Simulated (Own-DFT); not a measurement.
Simulation results for AlN (wurtzite, atoms displaced)

A calculation, not a measurement: plane-wave PBE density functional theory by an unreviewed code, no spin, of a simulated periodic cell, stress positive in tension, free energy of the whole cell less one offset for each atom, forces on such cells passed a denser k mesh, this cell's mesh not checked; offsets are fitted by least squares, one for each functional and potential file, so energies compare only between cells with the same atoms and settings and are not formation energies; the far tail of each file's local potential was reset to the Coulomb form; each entry is a single point on an unrelaxed cell, so the pressure reflects the starting lattice, mostly measured values (interpolated for alloys), from which strain is counted, and rises with the displacements; printed positions are rounded, which can move forces by about a meV/angstrom; the program, named Own-DFT, is a retired in-house code; no spin-orbit coupling. Program: Own-DFT development build.

Entry: AlN (wurtzite, atoms displaced)

```cif
# cell vector a (Å): 12.4480 0.0000 0.0000
# cell vector b (Å): -6.2240 10.7803 0.0000
# cell vector c (Å): 0.0000 0.0000 9.9640
data_AlN
_symmetry_space_group_name_H-M 'P 1'
_symmetry_Int_Tables_number 1
_cell_length_a 12.4480
_cell_length_b 12.4480
_cell_length_c 9.9640
_cell_angle_alpha 90.000
_cell_angle_beta 90.000
_cell_angle_gamma 120.000
_cell_volume 1337.10
loop_
_atom_site_label
_atom_site_type_symbol
_atom_site_fract_x
_atom_site_fract_y
_atom_site_fract_z
_atom_site_occupancy
Al1 Al 0.07212 0.14551 0.00781 1
Al2 Al 0.16569 0.08365 0.24128 1
N1 N 0.08190 0.16721 0.18570 1
N2 N 0.14190 0.08285 0.43847 1
Al3 Al 0.10495 0.18624 0.49943 1
Al4 Al 0.17486 0.07009 0.73966 1
N3 N 0.07949 0.17793 0.68508 1
N4 N 0.16366 0.08196 0.95293 1
Al5 Al 0.07202 0.40784 0.00178 1
Al6 Al 0.14364 0.31467 0.25564 1
N5 N 0.10784 0.41916 0.21104 1
N6 N 0.17179 0.34311 0.42991 1
Al7 Al 0.08663 0.41880 0.49858 1
Al8 Al 0.17430 0.33993 0.73424 1
N7 N 0.09598 0.41743 0.69049 1
N8 N 0.16305 0.34167 0.93682 1
Al9 Al 0.09604 0.66565 0.98963 1
Al10 Al 0.17466 0.58474 0.25196 1
N9 N 0.08453 0.66428 0.20333 1
N10 N 0.17120 0.57491 0.42719 1
Al11 Al 0.07671 0.65794 0.50124 1
Al12 Al 0.16879 0.57668 0.75801 1
N11 N 0.07219 0.66237 0.67801 1
N12 N 0.15828 0.59462 0.92819 1
Al13 Al 0.09075 0.91894 0.99423 1
Al14 Al 0.15828 0.83481 0.26101 1
N13 N 0.08088 0.91566 0.18346 1
N14 N 0.17057 0.85069 0.43832 1
Al15 Al 0.07128 0.90219 0.48966 1
Al16 Al 0.16538 0.82270 0.75212 1
N15 N 0.08453 0.91531 0.69437 1
N16 N 0.16115 0.83067 0.93092 1
Al17 Al 0.33408 0.18190 0.00664 1
Al18 Al 0.41497 0.07866 0.24627 1
N17 N 0.33542 0.16545 0.19887 1
N18 N 0.41091 0.08786 0.44055 1
Al19 Al 0.31722 0.15950 0.49880 1
Al20 Al 0.40976 0.07487 0.75661 1
N19 N 0.31844 0.17163 0.69450 1
N20 N 0.41550 0.07401 0.92484 1
Al21 Al 0.34396 0.41118 0.02752 1
Al22 Al 0.42315 0.33032 0.25434 1
N21 N 0.31535 0.39637 0.20230 1
N22 N 0.43441 0.33652 0.43263 1
Al23 Al 0.31624 0.41126 0.49944 1
Al24 Al 0.41291 0.33665 0.75086 1
N23 N 0.32997 0.40850 0.70297 1
N24 N 0.42124 0.34426 0.94769 1
Al25 Al 0.33584 0.67203 0.98753 1
Al26 Al 0.42038 0.57581 0.25813 1
N25 N 0.33319 0.66570 0.21330 1
N26 N 0.42051 0.59843 0.44700 1
Al27 Al 0.32854 0.67385 0.51313 1
Al28 Al 0.41304 0.57029 0.75685 1
N27 N 0.34632 0.68813 0.69928 1
N28 N 0.41731 0.58659 0.93573 1
Al29 Al 0.33931 0.91766 0.99614 1
Al30 Al 0.42143 0.83920 0.24614 1
N29 N 0.33689 0.91838 0.20782 1
N30 N 0.41713 0.84724 0.43509 1
Al31 Al 0.32175 0.89836 0.47946 1
Al32 Al 0.39817 0.82261 0.76041 1
N31 N 0.33728 0.91943 0.70267 1
N32 N 0.42536 0.84008 0.96107 1
Al33 Al 0.58270 0.17370 0.00085 1
Al34 Al 0.66579 0.08017 0.25553 1
N33 N 0.58706 0.17993 0.19310 1
N34 N 0.67365 0.09167 0.44560 1
Al35 Al 0.57302 0.16644 0.49397 1
Al36 Al 0.67471 0.09221 0.77587 1
N35 N 0.57140 0.16189 0.71018 1
N36 N 0.66632 0.07743 0.95114 1
Al37 Al 0.60014 0.42574 0.00359 1
Al38 Al 0.66388 0.34560 0.25260 1
N37 N 0.58170 0.42572 0.19997 1
N38 N 0.66672 0.31535 0.42550 1
Al39 Al 0.57629 0.41948 0.50810 1
Al40 Al 0.68309 0.35062 0.73881 1
N39 N 0.58798 0.42228 0.70180 1
N40 N 0.66312 0.33716 0.94528 1
Al41 Al 0.58870 0.67454 0.99281 1
Al42 Al 0.66688 0.59037 0.25818 1
N41 N 0.58439 0.66310 0.19499 1
N42 N 0.67001 0.58381 0.43817 1
Al43 Al 0.58381 0.66093 0.50122 1
Al44 Al 0.66912 0.57542 0.75710 1
N43 N 0.57472 0.66780 0.68627 1
N44 N 0.66805 0.58324 0.95545 1
Al45 Al 0.57517 0.90700 0.99227 1
Al46 Al 0.64912 0.80835 0.24787 1
N45 N 0.58551 0.91489 0.18339 1
N46 N 0.67122 0.82273 0.44486 1
Al47 Al 0.57626 0.91235 0.51686 1
Al48 Al 0.66572 0.83154 0.76456 1
N47 N 0.58623 0.92181 0.68919 1
N48 N 0.65369 0.83254 0.95529 1
Al49 Al 0.82101 0.16283 0.99580 1
Al50 Al 0.89440 0.07860 0.25994 1
N49 N 0.84007 0.16866 0.19488 1
N50 N 0.92414 0.09280 0.45405 1
Al51 Al 0.83602 0.17141 0.49509 1
Al52 Al 0.92575 0.07973 0.72920 1
N51 N 0.84439 0.15800 0.67785 1
N52 N 0.92247 0.08080 0.93709 1
Al53 Al 0.82705 0.41539 0.99966 1
Al54 Al 0.91231 0.31989 0.25103 1
N53 N 0.83263 0.40952 0.18273 1
N54 N 0.92444 0.32358 0.45214 1
Al55 Al 0.84865 0.42588 0.50168 1
Al56 Al 0.91737 0.33832 0.75916 1
N55 N 0.82862 0.40766 0.69066 1
N56 N 0.90941 0.34158 0.93857 1
Al57 Al 0.83747 0.66611 0.00948 1
Al58 Al 0.91875 0.58011 0.24454 1
N57 N 0.84768 0.66875 0.18034 1
N58 N 0.91559 0.57490 0.43904 1
Al59 Al 0.83111 0.66551 0.50773 1
Al60 Al 0.91440 0.58177 0.75148 1
N59 N 0.83282 0.66932 0.67752 1
N60 N 0.91807 0.58435 0.93288 1
Al61 Al 0.82280 0.92657 0.99356 1
Al62 Al 0.92279 0.84904 0.23961 1
N61 N 0.82352 0.92760 0.19173 1
N62 N 0.91923 0.83664 0.43872 1
Al63 Al 0.83224 0.92392 0.50149 1
Al64 Al 0.91795 0.83185 0.75980 1
N63 N 0.83653 0.92885 0.67983 1
N64 N 0.92680 0.83724 0.94490 1
```

* functional: PBE
* potential files: PseudoDojo norm-conserving, scalar-relativistic, standard set
* wave cutoff: 42 hartree
* occupations: Fermi-Dirac
* smearing width: 0.1 eV
* hardware: one NVIDIA H100
* k mesh: 2 x 2 x 2 centred on Gamma
* free energy of cell above offsets: -26.385 eV
* pressure: 11.64 GPa
* stress xx: -11.77 GPa
* stress yy: -12.52 GPa
* stress zz: -10.63 GPa
* stress yz: -1.7 GPa
* stress xz: 0.27 GPa
* stress xy: 0.72 GPa
* wall time: 406.5 s

Force:
| element | x (eV/Å) | y (eV/Å) | z (eV/Å) |
| --- | --- | --- | --- |
| Al | -0.651 | 3.849 | -1.252 |
| Al | -0.789 | 0.217 | 0.939 |
| N | -0.672 | -2.792 | 1.245 |
| N | 5.885 | -2.249 | -1.583 |
| Al | -5.174 | -1.18 | 1.713 |
| Al | -5.67 | 0.75 | 3.013 |
| N | 4.226 | 0.047 | -0.622 |
| N | 2.479 | 0.449 | -1.952 |
| Al | 1.929 | 0.751 | 1.035 |
| Al | 4.854 | -0.582 | -0.752 |
| N | -7.815 | 2.178 | -4.305 |
| N | -1.087 | -1.627 | 2.311 |
| Al | 0.039 | -0.419 | 0.116 |
| Al | -1.573 | -3.682 | 5.056 |
| N | -3.48 | 2.101 | -0.986 |
| N | 1.644 | -0.865 | 0.193 |
| Al | -9.217 | 4.363 | 5.023 |
| Al | -1.187 | -0.606 | -1.224 |
| N | 0.718 | 0.736 | -1.733 |
| N | -1.762 | 2.235 | 5.11 |
| Al | 1.173 | 0.57 | -2.611 |
| Al | -0.359 | 0.756 | -3.562 |
| N | 1.864 | -0.206 | 2.196 |
| N | 8.406 | -4.666 | 0.108 |
| Al | -0.421 | -0.453 | 0.721 |
| Al | 1.347 | -0.603 | -3.094 |
| N | 1.257 | 0.882 | 0.568 |
| N | -0.368 | -4.018 | 0.552 |
| Al | -0.651 | 4.083 | 2.919 |
| Al | -0.715 | 1.5 | -1.982 |
| N | 0.086 | -2.684 | -1.336 |
| N | 2.194 | -0.263 | 2.222 |
| Al | 0.742 | -2.382 | -0.492 |
| Al | 0.415 | 2.296 | 1.414 |
| N | -0.4 | 0.067 | -1.393 |
| N | -0.468 | -1.776 | 0.08 |
| Al | 1.149 | 0.574 | -0.475 |
| Al | -0.393 | 2.266 | -3.789 |
| N | 5.11 | 1.977 | -1.755 |
| N | -0.843 | 1.94 | 6.524 |
| Al | -4.811 | 1.527 | -2.737 |
| Al | -1.933 | -0.193 | -0.524 |
| N | 2.578 | 1.921 | 1.364 |
| N | -4.848 | -1.869 | 2.393 |
| Al | 4.928 | 3.346 | 0.135 |
| Al | 2.337 | -1.676 | 1.616 |
| N | 0.554 | 2.759 | -3.739 |
| N | 2.506 | -0.979 | -1.14 |
| Al | 0.027 | -1.811 | 2.628 |
| Al | -2.654 | -0.395 | -0.005 |
| N | 2.421 | 1.216 | -3.482 |
| N | 0.101 | -2.489 | 0.522 |
| Al | 1.439 | 0.06 | -2.36 |
| Al | -0.083 | 2.323 | -1.332 |
| N | -0.285 | -9.895 | -2.113 |
| N | 0.576 | -0.189 | 2.353 |
| Al | -2.283 | 0.313 | 1.458 |
| Al | 0.864 | -1.394 | 0.33 |
| N | -1.836 | -1.269 | -2.748 |
| N | 4.117 | -3.15 | 0.532 |
| Al | -1.076 | 5.908 | 3.155 |
| Al | 2.013 | 9.148 | 2.006 |
| N | -1.683 | -3.037 | -2.035 |
| N | -4.473 | -3.314 | -3.267 |
| Al | -0.338 | -1.376 | -0.034 |
| Al | -0.79 | 0.495 | -0.207 |
| N | 0.102 | -2.125 | -1.082 |
| N | -1.422 | -2.171 | -0.811 |
| Al | 1.544 | -1.615 | 1.984 |
| Al | -0.429 | -0.977 | -6.162 |
| N | 2.335 | 2.53 | -1.816 |
| N | -2.098 | -0.022 | 0.9 |
| Al | -3.464 | -1.128 | 1.633 |
| Al | 1.875 | -1.216 | -0.923 |
| N | 1.132 | 0.488 | -1.865 |
| N | -0.161 | 4.602 | 3.447 |
| Al | 3.615 | 0.561 | -0.143 |
| Al | -4.947 | -5.764 | 2.574 |
| N | -0.958 | -1.804 | -1.812 |
| N | 1.958 | -0.314 | -1.716 |
| Al | -0.575 | -3.329 | 1.553 |
| Al | 2.552 | -0.751 | -1.481 |
| N | -0.833 | -3.696 | -2.737 |
| N | -0.019 | -0.638 | 1.627 |
| Al | -0.614 | 1.101 | 0.555 |
| Al | -1.39 | 3.77 | 0.289 |
| N | 2.06 | -0.921 | 2.516 |
| N | 0.268 | 2.177 | -2.29 |
| Al | 1.118 | 4.634 | 3.415 |
| Al | -0.068 | 7.754 | 2.529 |
| N | -0.277 | -0.048 | 1.127 |
| N | -2.061 | 1 | -1.091 |
| Al | 1.212 | 1.168 | -3.465 |
| Al | -0.831 | 0.906 | -3.48 |
| N | -0.185 | -0.639 | 5.088 |
| N | 4.189 | -0.251 | -2.945 |
| Al | 4.348 | 1.575 | 1.34 |
| Al | 4.776 | -0.148 | 1.828 |
| N | -3.444 | -0.607 | -2.749 |
| N | -0.151 | -0.666 | -2.527 |
| Al | -0.044 | -2.952 | 2.175 |
| Al | -1.18 | 2.438 | 2.629 |
| N | -3.97 | 2.606 | 3.671 |
| N | -3.297 | 0.453 | -1.394 |
| Al | -0.226 | 1.344 | 0.242 |
| Al | 0.059 | 4.259 | 1.456 |
| N | -0.028 | 0.925 | 1.573 |
| N | -1.764 | 4.612 | -2.316 |
| Al | -0.858 | -5.174 | -0.617 |
| Al | 2.289 | -2.382 | -2.879 |
| N | 3.673 | 3.655 | -1.421 |
| N | 1.395 | -1.951 | 1.018 |
| Al | 0.35 | 1.055 | -3.359 |
| Al | 0.196 | -0.664 | 0.315 |
| N | -2.249 | 0.448 | 4.324 |
| N | -1.037 | 2.715 | -0.675 |
| Al | 0.346 | 0.77 | -4.781 |
| Al | -0.287 | 0.283 | -0.964 |
| N | 0.136 | -0.807 | 5.372 |
| N | -0.007 | -0.328 | 1.248 |
| Al | 2.329 | -1.094 | 1.976 |
| Al | -1.54 | -1.643 | 0.778 |
| N | 1.285 | -3.5 | -1.098 |
| N | -2.236 | -2.048 | -1.251 |
| Al | 0.964 | -0.405 | -1.694 |
| Al | -0.476 | 1.01 | -1.64 |
| N | 0.626 | -5.512 | 3.14 |
| N | -2.795 | -1.06 | -0.067 |
